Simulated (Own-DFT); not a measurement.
Simulation results for SiC (4H silicon carbide, atoms displaced), GaN (wurtzite, strained, atoms displaced), GaP (zincblende, strained, atoms displaced)

Computed with Own-DFT development build. A calculation, not a measurement: plane-wave PBE density functional theory by an unreviewed code, no spin, of a simulated periodic cell, stress positive in tension, free energy of the whole cell less one offset for each atom, forces on such cells passed a denser k mesh, this cell's mesh not checked; offsets are fitted by least squares, one for each functional and potential file, so energies compare only between cells with the same atoms and settings and are not formation energies; the far tail of each file's local potential was reset to the Coulomb form; each entry is a single point on an unrelaxed cell, so the pressure reflects the starting lattice, mostly measured values (interpolated for alloys), from which strain is counted, and rises with the displacements; printed positions are rounded, which can move forces by about a meV/angstrom; the program, named Own-DFT, is a retired in-house code; no spin-orbit coupling.

Settings shared by all entries: functional PBE.

(1) 
```xyz
32
Lattice="6.1654 0.0000 0.0000 -3.0827 5.3394 0.0000 0.0000 0.0000 10.0681" Properties=species:S:1:pos:R:3:force_x:R:1:force_y:R:1:force_z:R:1 formula=SiC potential_files=PseudoDojo_norm-conserving,scalar-relativistic,standard_set wave_cutoff=42 occupations=Fermi-Dirac smearing_width=0.1 hardware=one_NVIDIA_H100 k_mesh=5_x_5_x_3_centred_on_Gamma free_energy_of_cell_above_offsets=5.730 pressure=11.53 stress_xx=-12.84 stress_yy=-11.01 stress_zz=-10.73 stress_yz=3.05 stress_xz=-0.41 stress_xy=-1.23 wall_time=128.8
Si    -2.9810     5.2961     4.0835     -2.362      2.108     -3.187
Si     0.2046     1.8059     1.6740     -9.888     -6.523      0.362
C      0.1941     0.0250     0.9803      -3.34      -0.22     -0.156
C      0.0182     1.8672     3.3646     -0.553     -1.011      6.108
Si     4.4500     2.7773     4.1472      3.367     -3.045     -1.418
Si    -1.4953     4.3746     1.4815      -0.13      0.479      0.726
C      4.5356     2.6289     1.0107      1.912     -0.608     -1.821
C     -1.4708     4.4022     3.3414     -1.709      0.862      2.485
Si     2.8943     0.1292     4.1423      3.097     -6.341      0.843
Si     3.0517     1.7378     1.5362     -0.875      2.129      1.597
C      3.0962     0.0718     1.0052      -0.23     -3.046     -2.045
C      3.0220     1.6677     3.5303       0.24       6.14     -1.556
Si     1.5500     2.6823     4.1944     -2.266      0.532     -2.055
Si     1.4240     4.3777     1.6429      2.359      1.459     -3.406
C      1.2851     2.6430     0.9635      10.34      5.904     -5.353
C      1.4933     4.5049     3.3484      0.984     -0.312      6.234
Si    -3.0242     5.2874     9.1939     -0.873      0.523      0.884
Si     3.0111     3.5607     6.2737      0.031     -0.774      5.449
C      0.0419     0.0182     5.9609      0.739       -0.9     -1.101
C      2.9895     3.5792     8.5724      3.895       -0.1      -2.05
Si     4.6090     2.5741     9.0673     -0.086      1.009      1.482
Si     4.6959     0.7318     6.5789     -2.624      1.776      1.805
C      4.5871     2.6188     6.0888     -1.995     -1.272     -2.618
C      4.6740     0.8081     8.5122     -0.585     -0.077     -0.615
Si     2.9390     0.0358     9.1234      11.94     -6.336      3.538
Si    -0.2104     3.4830     6.7359      3.899      1.661     -2.739
C      0.0247     5.2345     6.0179     -1.602      0.802     -0.324
C      0.1161     3.4654     8.4276     -3.755      1.435       3.35
Si     1.5860     2.7202     9.0778     -1.346     -2.515      2.414
Si     1.5301     0.8251     6.6856          2      0.995      0.645
C      1.4430     2.6736     6.0984     -0.355     -1.233     -1.543
C      1.6759     0.7743     8.6755     -10.23        6.5     -5.936
```

Units: wave_cutoff in hartree; smearing_width, free_energy_of_cell_above_offsets in eV; pressure, stress_xx, stress_yy, stress_zz, stress_yz, stress_xz, stress_xy in GPa; wall_time in s; force_x, force_y, force_z in eV/Å.

(2) 
```xyz
96
Lattice="12.7560 0.0000 0.0000 -4.7835 8.2853 0.0000 0.0000 0.0000 10.6811" Properties=species:S:1:pos:R:3:force_x:R:1:force_y:R:1:force_z:R:1 formula=GaN potential_files=PseudoDojo_norm-conserving,scalar-relativistic,standard_set_with_the_stringent_files_for_Ga wave_cutoff=96 occupations=Gaussian smearing_width=0.01 k_mesh=3_x_4_x_3_centred_on_Gamma free_energy_of_cell_above_offsets=-4.665 pressure=1.9 stress_xx=-4.72 stress_yy=-4.77 stress_zz=3.8 stress_yz=0.27 stress_xz=-0.24 stress_xy=-0.63
Ga     0.0100     1.8699    10.6324      0.506     -0.851      0.593
Ga     1.6315     0.9500     2.6419     -1.588     -0.378      0.321
N      0.0151     1.8331     1.9240     -0.388      0.139      0.912
N      1.6596     1.0166     4.5598     -0.923     -1.033      1.831
Ga    -0.0980     1.8361     5.3935      2.589      1.256     -0.907
Ga     1.6304     0.8676     7.9077      0.669      0.856      1.061
N      0.0252     1.7979     7.3314      0.587      1.004      0.376
N      1.7581     0.9089    10.0845     -3.751     -0.771     -1.914
Ga    -1.5941     4.6397     0.0611     -0.929     -0.042     -0.699
Ga     0.0044     3.6936     2.6729      0.115     -1.164      0.839
N     -1.5399     4.5955     2.0276     -1.194      0.374     -0.544
N     -0.0120     3.7202     4.6901     -0.186     -0.398      0.082
Ga    -1.6397     4.6955     5.4094      1.237     -1.627     -0.352
Ga    -0.0656     3.7267     8.0393      1.427     -0.615     -0.191
N     -1.6114     4.6367     7.3728     -0.151     -0.854     -0.271
N     -0.0899     3.6986    10.0394      0.723     -0.059     -0.798
Ga    -3.2063     7.3744     0.0184     -0.067     -0.022     -0.418
Ga    -1.6049     6.4498     2.6267     -0.192     -0.012      1.213
N     -3.2658     7.3496     1.9878      1.998      0.544     -0.302
N     -1.5923     6.4126     4.7309     -0.293      1.614     -1.071
Ga    -3.1425     7.4097     5.4313     -0.522      0.411     -2.355
Ga    -1.6165     6.3717     8.0093       0.54      2.072      0.619
N     -3.1865     7.3174     7.3106       -0.3     -0.124      1.128
N     -1.5778     6.5226    10.0185     -1.203      -1.66     -0.314
Ga     3.1989     1.7294     0.0291      1.494      2.732      0.647
Ga     4.7335     0.9690     2.7055      1.061     -0.632     -1.168
N      3.1538     1.8718     2.0716      1.142     -0.558     -1.616
N      4.7605     0.9171     4.5695      1.097     -0.501      1.674
Ga     3.2809     1.8874     5.2786     -1.091     -2.501      1.185
Ga     4.7606     0.9369     8.0561     -0.315      0.394     -1.681
N      3.2005     1.8606     7.2584      0.114     -0.315       0.71
N      4.7337     0.9225     9.9021      1.124     -0.742      2.538
Ga     1.5227     4.6333    10.6578      1.081     -1.951      0.157
Ga     3.1704     3.6858     2.5924      -0.32      0.416      1.037
N      1.5348     4.5547     1.9579       1.11       0.83      0.266
N      3.2131     3.5880     4.7792      0.147      3.335     -2.408
Ga     1.6477     4.5311     5.3025     -0.948      0.459       0.83
Ga     3.2727     3.6993     8.0722     -1.558     -1.126     -0.323
N      1.6460     4.5508     7.3769     -0.921      0.282     -0.273
N      3.2563     3.6151     9.9901     -1.399     -0.097       1.12
Ga    -0.0734     7.3620     0.0115      1.931      0.218       0.03
Ga     1.5807     6.4698     2.5639       0.95     -1.035        1.4
N      0.0269     7.2993     2.0322     -1.724      1.883     -0.915
N      1.5445     6.4229     4.7154      0.817     -0.218     -0.877
Ga    -0.0064     7.3652     5.3932     -0.145      0.188      -0.87
Ga     1.5555     6.4161     7.9198      0.551      0.117      1.089
N      0.0064     7.4515     7.3277     -0.532     -1.379      0.369
N      1.5842     6.3654    10.1006     -0.245      2.634     -1.285
Ga     6.3313     1.7499     0.0149      0.599      1.331     -1.401
Ga     7.9911     0.9687     2.6527      -1.05     -0.648      0.149
N      6.3876     1.8848     1.9046     -0.598     -0.956      1.288
N      7.9250     0.8808     4.6506      1.049      0.766     -0.066
Ga     6.4014     1.7853     5.3472     -0.914      0.774      0.289
Ga     8.0074     0.8750     8.0307     -0.006       1.07      0.135
N      6.3315     1.8683     7.4003      1.112     -0.833     -1.013
N      8.0596     0.9426    10.0325     -1.333     -0.396     -0.384
Ga     4.7312     4.6270    10.6660      0.607     -1.932      0.849
Ga     6.3644     3.6726     2.6623      0.249     -0.294      0.536
N      4.7915     4.5665     2.0723     -0.539      0.447      -0.94
N      6.3645     3.6523     4.6485      0.429      0.052      0.639
Ga     4.7575     4.5990     5.3039       0.51      -0.08      0.638
Ga     6.3450     3.6917     7.9335      0.345     -0.167      1.111
N      4.7558     4.6019     7.3972      0.898      0.089     -1.824
N      6.3559     3.7405     9.9438     -0.426     -1.209      0.262
Ga     3.2005     7.4184     0.0576      0.035     -1.127     -0.867
Ga     4.8024     6.3752     2.7362     -0.213      1.102     -0.387
N      3.1795     7.4013     1.9964      0.353     -0.579      0.706
N      4.8583     6.4664     4.7143     -1.252     -0.225     -0.132
Ga     3.1448     7.3798     5.2814      0.416     -1.046      0.895
Ga     4.8255     6.3698     8.0110     -1.145       1.31      0.855
N      3.1789     7.3830     7.3799      0.443     -0.703     -0.808
N      4.7159     6.3144    10.0273      0.719      3.273      -0.36
Ga     9.5946     1.8996    10.6303      0.563     -1.288      1.105
Ga    11.1410     0.9401     2.7358      1.051     -0.155     -0.417
N      9.5685     1.7268     2.0359      0.495      2.398     -0.777
N     11.1952     0.9537     4.7318      -1.04     -1.752     -0.758
Ga     9.5945     1.7668     5.3597      -0.51      0.926      0.099
Ga    11.2344     0.9956     7.9892     -0.669     -1.658      1.458
N      9.7145     1.9051     7.3471     -1.887     -1.106      -0.48
N     11.1945     0.8798    10.0530     -0.133      0.627     -0.932
Ga     7.8991     4.5565    10.6411      0.949       0.47      0.386
Ga     9.6080     3.7071     2.6982     -0.458     -0.858      0.436
N      7.9451     4.5223     2.0408      0.924       1.42     -0.821
N      9.6895     3.6471     4.7345     -1.898      0.102     -0.581
Ga     7.9811     4.6078     5.4437      0.147     -0.165     -3.176
Ga     9.5274     3.6799     7.9868      0.649       0.01      0.015
N      7.9927     4.5434     7.2737     -0.689       0.87      1.796
N      9.5468     3.6154     9.8979      0.201      1.991      1.479
Ga     6.3849     7.3638     0.0692     -0.583     -0.443     -1.023
Ga     7.9875     6.5136     2.6312     -1.741     -1.426      1.218
N      6.3128     7.4074     1.9970      0.685     -0.849      0.643
N      7.9147     6.5134     4.7068      2.124     -1.227     -0.569
Ga     6.4369     7.3101     5.4440     -1.098      1.277     -0.059
Ga     7.9152     6.4100     8.0112      0.967      0.001      0.094
N      6.3766     7.3460     7.4274     -0.129      0.548      -0.77
N      7.9976     6.4859     9.9473     -0.332     -0.827      0.991
```

Units: wave_cutoff in hartree; smearing_width, free_energy_of_cell_above_offsets in eV; pressure, stress_xx, stress_yy, stress_zz, stress_yz, stress_xz, stress_xy in GPa; force_x, force_y, force_z in eV/Å.

(3) 
```xyz
64
Lattice="10.8620 0.0000 0.0000 0.0000 10.8620 0.0000 0.0000 0.0000 10.9439" Properties=species:S:1:pos:R:3:force_x:R:1:force_y:R:1:force_z:R:1 formula=GaP potential_files=PseudoDojo_norm-conserving,scalar-relativistic,standard_set wave_cutoff=42 occupations=Fermi-Dirac smearing_width=0.1 hardware=one_NVIDIA_H100 k_mesh=3_x_3_x_3_centred_on_Gamma free_energy_of_cell_above_offsets=-28.056 pressure=4.63 stress_xx=-5.27 stress_yy=-4.26 stress_zz=-4.35 stress_yz=0.04 stress_xz=-1.86 stress_xy=1.17 wall_time=561.4
Ga    10.8038    10.7435     0.0095      0.055      0.976      0.723
Ga    10.8377     2.6211     2.8694      1.242      0.746     -2.022
Ga     2.8286    10.7309     2.7891     -0.039      0.555     -0.876
Ga     2.7649     2.6812     0.0701     -0.737      0.281     -0.777
P      1.4392     1.2930     1.3893     -0.774     -0.392      0.352
P      1.3429     3.9103     4.1930     -0.682      2.631     -1.115
P      3.9650     1.4498     4.1749       2.79     -2.836     -2.198
P      4.0507     4.0919     1.3586      0.672      0.126      0.289
Ga    10.8336    10.8274     5.3535     -0.278       0.37      1.018
Ga     0.1554     2.6142     8.2254     -1.201      1.581      0.348
Ga     2.7997     0.1604     8.0780     -0.001     -2.431      0.866
Ga     2.6914     2.6286     5.3284     -0.728      1.232      3.371
P      1.4255     1.3215     6.8763     -1.291      0.325     -2.359
P      1.3753     4.2010     9.5958      0.032     -0.944      0.245
P      4.0058     1.3280     9.5274      1.599      0.657      1.123
P      4.0433     3.9834     6.8672      0.263      0.609     -1.054
Ga    10.8514     5.5372     0.1017      0.092     -0.999     -0.561
Ga     0.0770     8.2047     2.6971     -1.149     -1.314      0.524
Ga     2.6585     5.4851     2.6521      0.005         -1      0.703
Ga     2.7023     8.2524    10.9215      0.596     -0.614      -0.89
P      1.3883     6.9209     1.3331      0.101     -0.528      0.312
P      1.3188     9.4515     4.0770       1.03        0.5      0.236
P      4.2236     6.5957     4.0905     -2.963      2.366     -1.791
P      4.2818     9.3729     1.2833       -1.7      1.126      0.589
Ga    10.8539     5.5184     5.4486      1.699     -2.178      2.156
Ga    10.8241     8.2000     8.1027      0.373       0.06      1.975
Ga     2.7346     5.4303     8.0943      0.219     -0.219       1.06
Ga     2.7579     8.1847     5.3720      -0.14     -1.289      0.706
P      1.3225     6.8410     6.9726      0.708     -0.323     -2.157
P      1.3003     9.5867     9.5961       1.08      -0.47     -1.416
P      4.1583     6.6613     9.6187     -1.361      1.707      -1.15
P      4.0537     9.3942     6.8753     -0.183       1.53     -0.956
Ga     5.4930    10.7752    10.8593      0.303      0.779      -0.26
Ga     5.4488     2.7343     2.7543     -1.691      0.872      0.814
Ga     8.0365     0.0490     2.7198      0.267     -0.846     -0.929
Ga     8.2116     2.6419     0.0310     -0.483      0.019     -0.396
P      6.6597     1.4568     1.4677      1.162     -1.712     -2.224
P      6.7985     3.8800     4.1800     -1.705      3.545     -1.816
P      9.4671     1.3032     3.9213     -0.382     -0.286      2.351
P      9.5544     3.9639     1.3254      0.334      1.011      1.053
Ga     5.4589    10.8462     5.4077     -2.376      1.293      1.879
Ga     5.4724     2.8219     8.3190      0.152     -0.649     -0.289
Ga     8.1319     0.1027     8.2142      -0.31     -0.972     -0.587
Ga     8.1698     2.8235     5.3588      1.149     -2.706      1.726
P      6.7065     1.2934     6.8412      0.589      1.398      0.111
P      6.9252     4.1447     9.6282      -0.65     -0.255       0.23
P      9.5204     1.2821     9.5371      0.433      0.583      0.776
P      9.4138     4.0851     6.7622      1.466      0.066      1.207
Ga     5.4653     5.5085     0.0474     -0.335     -2.194     -0.497
Ga     5.3711     8.1135     2.7637      1.611     -0.149      0.672
Ga     8.2142     5.5133     2.7206      -0.88     -1.653     -0.562
Ga     8.1133     7.9929    10.9057      0.189      1.192      0.439
P      6.7293     6.7927     1.2665      1.092      0.426      2.586
P      6.8435     9.6898     4.2839      0.102     -1.972     -3.065
P      9.5755     6.5952     4.1617     -1.411      3.782     -1.744
P      9.4933     9.3665     1.3742     -1.315       0.93      0.055
Ga     5.3991     5.5707     5.4890      0.844     -3.986      1.175
Ga     5.3983     8.2209     8.2316      0.295     -1.785      0.053
Ga     8.1592     5.5507     8.2139      0.146     -0.444     -0.488
Ga     8.0832     8.2904     5.4970      0.912     -1.766      0.095
P      6.7416     6.7726     6.6918      1.044      1.535      2.071
P      6.8989     9.3765     9.4977     -0.122      1.287      0.421
P      9.5386     6.8551     9.6426      0.493     -0.609     -1.341
P      9.4853     9.4705     6.8723     -0.249      1.425     -0.787
```

Units: wave_cutoff in hartree; smearing_width, free_energy_of_cell_above_offsets in eV; pressure, stress_xx, stress_yy, stress_zz, stress_yz, stress_xz, stress_xy in GPa; wall_time in s; force_x, force_y, force_z in eV/Å.
